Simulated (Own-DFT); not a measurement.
Simulation results for Hf$_{36}$O$_{71}$ (tetragonal hafnia with one neutral oxygen vacancy, atoms displaced)

Computed with Own-DFT development build. A calculation, not a measurement: plane-wave PBE and HSE06 DFT by an unreviewed code, no spin, of a simulated cell at Gamma alone, so results move with cell size and shape, stress positive in tension, energies less offsets, not probed for a lower state with spin; hafnium file: forces about 75 meV/angstrom off all-electron values; oxygen file: force components 24 meV/angstrom off all-electron in a glass; k mesh not checked against a denser one; forces and stress are PBE's, HSE06 gives the energy alone, and its difference from PBE has offsets of its own; offsets are fitted by least squares, one for each functional and potential file, so energies compare only between cells with the same atoms and settings and are not formation energies; the far tail of each file's local potential was reset to the Coulomb form; each entry is a single point on an unrelaxed cell, so the pressure reflects the starting lattice, taken from the Materials Project, from which strain is counted, and rises with the displacements; printed positions are rounded, which can move forces by about a meV/angstrom; the program is a retired in-house code; no spin-orbit coupling.

Entry: Hf$_{36}$O$_{71}$ (tetragonal hafnia with one neutral oxygen vacancy, atoms displaced)

```xyz
107
Lattice="10.7800 0.0000 0.0000 0.0000 10.7800 0.0000 0.0000 0.0000 10.4493" Properties=species:S:1:pos:R:3 Hf36O71
Hf     0.0873    10.6549    10.4465
Hf     1.7383     1.7976     2.5345
O     10.7362     1.8527     1.6039
O      1.7293    10.7534     3.7283
O     10.7364     1.6624     4.2513
O      1.7986     0.1182     1.0263
Hf    10.7765    10.7496     5.2923
Hf     1.7791     1.9008     7.7260
O     10.7582     1.8409     6.8875
O      1.9274    10.7361     8.9722
O      0.1044     1.6594     9.4239
O      1.8089     0.0482     6.3156
Hf    10.6903     3.5385    10.4485
Hf     1.8209     5.5411     2.5772
O      0.1253     5.3174     1.6747
O      1.9425     3.6065     3.5692
O      0.0589     5.3355     4.1366
O      1.8832     3.4853     1.0669
Hf     0.1448     3.5352     5.2345
Hf     1.9623     5.2954     7.7807
O      0.0472     5.4212     6.7982
O      1.7233     3.7812     8.8403
O     10.7697     5.3833     9.3388
O      1.8198     3.5640     6.1566
Hf    10.5962     7.0701     0.0383
Hf     1.9447     8.9599     2.5901
O     10.6281     8.9564     1.6983
O      1.8760     7.1935     3.5662
O      0.0872     8.8929     4.2688
O      1.7197     7.2474     1.0380
Hf     0.1037     7.1492     5.2247
Hf     1.8940     8.8968     7.8279
O      0.0443     9.0181     6.7119
O      1.9891     7.2201     8.9076
O     10.6536     9.0382     9.4262
O      1.8131     7.0921     6.1936
Hf     3.6486    10.7794     0.0269
Hf     5.2894     1.9351     2.7300
O      3.5377     1.7428     1.6966
O      5.4616    10.7760     3.6562
O      3.4962     1.8689     4.2832
O      5.3157    10.7709     0.9067
Hf     3.6263     0.0372     5.2403
Hf     5.5352     1.7478     7.8654
O      3.6121     1.8090     6.8545
O      5.4687     0.0565     8.8853
O      3.6644     1.7758     9.4687
O      5.4555     0.0573     6.1351
Hf     3.5112     3.6663     0.0080
Hf     5.4678     5.4518     2.5470
O      3.6613     5.4302     1.4952
O      5.5432     3.5277     3.6502
O      5.4915     3.5242     1.0434
Hf     3.5498     3.5264     5.2045
Hf     5.3597     5.3067     7.8974
O      3.5605     5.3958     6.8386
O      5.4108     3.5689     8.8615
O      3.4899     5.3679     9.3820
O      5.3478     3.5662     6.2553
Hf     3.6016     7.2741    10.3860
Hf     5.4092     8.9338     2.7050
O      3.5919     9.0044     1.6690
O      5.4931     7.1126     3.6306
O      3.5938     9.0645     4.1710
O      5.4005     7.0906     0.7941
Hf     3.7076     7.2167     5.1943
Hf     5.4112     8.8894     7.8484
O      3.6506     8.9972     6.9178
O      5.2658     7.1864     8.7631
O      3.6875     9.0025     9.3103
O      5.5134     7.1838     6.2158
Hf     7.1894    10.7123     0.0493
Hf     9.0920     1.8501     2.6362
O      7.1644     1.7681     1.5301
O      9.0969     0.0408     3.7022
O      7.2820     1.8378     4.2281
O      8.9163    10.7183     0.9777
Hf     7.1319    10.7482     5.2258
Hf     8.8970     1.7973     7.7975
O      7.2748     1.8092     6.8101
O      8.8792     0.1089     8.8645
O      7.2258     1.8935     9.4307
O      8.9277     0.1209     6.2801
Hf     7.2011     3.6010    10.3894
Hf     9.1928     5.4445     2.6861
O      7.1640     5.4199     1.5993
O      9.0274     3.7710     3.6973
O      7.2128     5.4177     4.2048
O      8.9563     3.6991     1.0509
Hf     7.1349     3.7379     5.2344
Hf     8.9304     5.4083     7.8645
O      7.2031     5.4638     6.8953
O      8.9505     3.5429     8.8363
O      7.2523     5.4590     9.4093
O      9.0187     3.5397     6.2233
Hf     7.1581     7.1968     0.0212
Hf     8.9630     8.9984     2.6101
O      7.2065     9.1971     1.6553
O      9.0160     7.0164     3.6709
O      7.1908     9.0064     4.2643
O      8.9220     7.1740     1.1112
Hf     7.2551     7.1278     5.3352
Hf     8.9100     8.9354     7.7690
O      7.1216     9.0205     6.8797
O      8.9442     7.1022     8.9351
O      7.1429     8.9308     9.2815
O      9.0451     7.1411     6.1892
```

- first functional: PBE
- second functional: HSE06
- exact exchange share: 0.25
- screening: 0.11 1/bohr
- exchange divergence: Gygi-Baldereschi
- potential files: PseudoDojo norm-conserving, scalar-relativistic, made for PBE, standard set
- wave cutoff: 48 hartree
- occupations: fixed
- k mesh: 1 x 1 x 1 centred on Gamma
- PBE energy of cell above offsets: -90.714 eV
- HSE06 less PBE above offsets: 0.347 eV
- PBE pressure: 4.94 GPa
- PBE stress xx: -7.19 GPa
- PBE stress yy: -2.49 GPa
- PBE stress zz: -5.15 GPa
- PBE stress yz: -0.25 GPa
- PBE stress xz: 0.49 GPa
- PBE stress xy: -0.29 GPa

Force:
```
element  x (eV/Å)  y (eV/Å)  z (eV/Å)
     Hf     -1.18     1.808    -0.254
     Hf     0.634    -0.629      1.38
      O     0.491     0.425    -0.974
      O     0.894      0.08     -1.21
      O     0.767     3.495    -0.602
      O    -0.002    -1.218     1.135
     Hf     -0.23    -1.622    -0.411
     Hf     0.192    -2.621     2.791
      O     0.982     0.256    -1.082
      O    -0.848    -0.707    -1.538
      O     0.054     2.039     0.815
      O     0.752     0.307    -0.234
     Hf     0.723     -0.69    -0.996
     Hf     2.026    -2.553      0.31
      O    -1.157     0.417    -2.804
      O     -0.47     0.683     0.528
      O     1.295     0.682     0.575
      O    -1.978     0.391        -1
     Hf     -4.82     0.495    -1.222
     Hf    -4.416     4.308     0.575
      O    -0.149    -0.558     0.132
      O     0.249    -4.746     1.086
      O    -0.767     0.274     2.162
      O     1.169    -0.101     2.315
     Hf     1.645     1.193    -1.139
     Hf    -4.474     1.553     1.775
      O     3.217     0.216    -1.375
      O      0.89      0.69     1.444
      O    -0.525     0.488     -0.49
      O     0.447     0.069    -0.447
     Hf    -1.103    -0.316    -0.147
     Hf    -1.404     2.087     0.744
      O    -0.615    -0.622     1.907
      O    -0.868    -0.523    -0.834
      O      0.07    -2.886    -0.485
      O     2.327     1.062     0.131
     Hf    -2.082      1.38     -2.18
     Hf     2.364    -3.252    -3.266
      O     1.199     0.082    -0.061
      O    -0.779     0.014    -0.697
      O     1.118     -2.58    -1.053
      O     1.996    -0.776     1.871
     Hf    -1.378     0.681     0.543
     Hf    -1.088     0.314     0.246
      O     0.426     0.088    -0.314
      O     0.114    -1.262    -1.045
      O    -0.507     1.572     0.393
      O    -2.205     0.175     1.917
     Hf     1.965    -1.841     0.131
     Hf    -0.093    -2.538    -0.245
      O    -0.644      0.06     0.969
      O    -1.002     3.659     1.201
      O    -2.331     0.547    -0.067
     Hf      1.56     2.359     0.075
     Hf     0.061     0.084    -0.566
      O     3.716     0.054    -2.088
      O     0.115     0.897      0.04
      O     1.418     0.486     0.238
      O      0.49     0.837     0.087
     Hf    -1.982    -0.885    -0.933
     Hf     0.839     2.522    -0.131
      O      2.43    -0.825    -1.987
      O    -1.312     1.764    -0.093
      O     0.628    -1.603     0.489
      O    -0.506     0.985     2.457
     Hf    -0.917    -0.955     0.389
     Hf    -0.307     2.114     1.049
      O    -0.204    -0.124     -2.64
      O     0.151    -1.992      0.69
      O     0.227      0.11     2.142
      O    -2.522     0.238     0.321
     Hf    -0.296     2.208    -1.048
     Hf    -3.994    -0.184     1.617
      O      0.59    -0.187     1.179
      O    -0.505    -1.383    -1.305
      O    -0.359     0.053     0.401
      O     2.369      0.21     0.731
     Hf     2.782     2.359    -1.347
     Hf     1.793    -0.387     0.726
      O    -3.169      0.28    -0.543
      O    -0.215    -2.463    -0.284
      O    -0.657    -1.388     -0.66
      O     0.662    -1.574    -0.138
     Hf    -0.194     -0.47     1.642
     Hf    -2.357    -2.583    -0.986
      O     0.917     0.625    -0.096
      O     0.168    -2.658    -0.567
      O    -0.818     0.516     0.516
      O     0.827    -0.348    -0.589
     Hf      1.89    -2.733    -0.238
     Hf     2.859    -1.737     -0.42
      O    -1.172    -0.478     -1.04
      O     0.762     1.558     0.846
      O    -1.017    -0.493     0.113
      O    -0.244     0.935    -0.201
     Hf     1.921    -0.619    -1.193
     Hf     0.171     0.963     2.281
      O    -1.998    -1.819    -0.535
      O     -0.25     4.211     0.995
      O     0.022    -1.947    -0.443
      O    -0.117    -0.046    -0.378
     Hf     0.823     0.245     -2.41
     Hf     1.732     1.887     1.311
      O     1.688    -0.308    -1.751
      O     0.561      1.96    -0.397
      O     0.372     -0.58     1.985
      O    -0.327     0.758     1.786
```
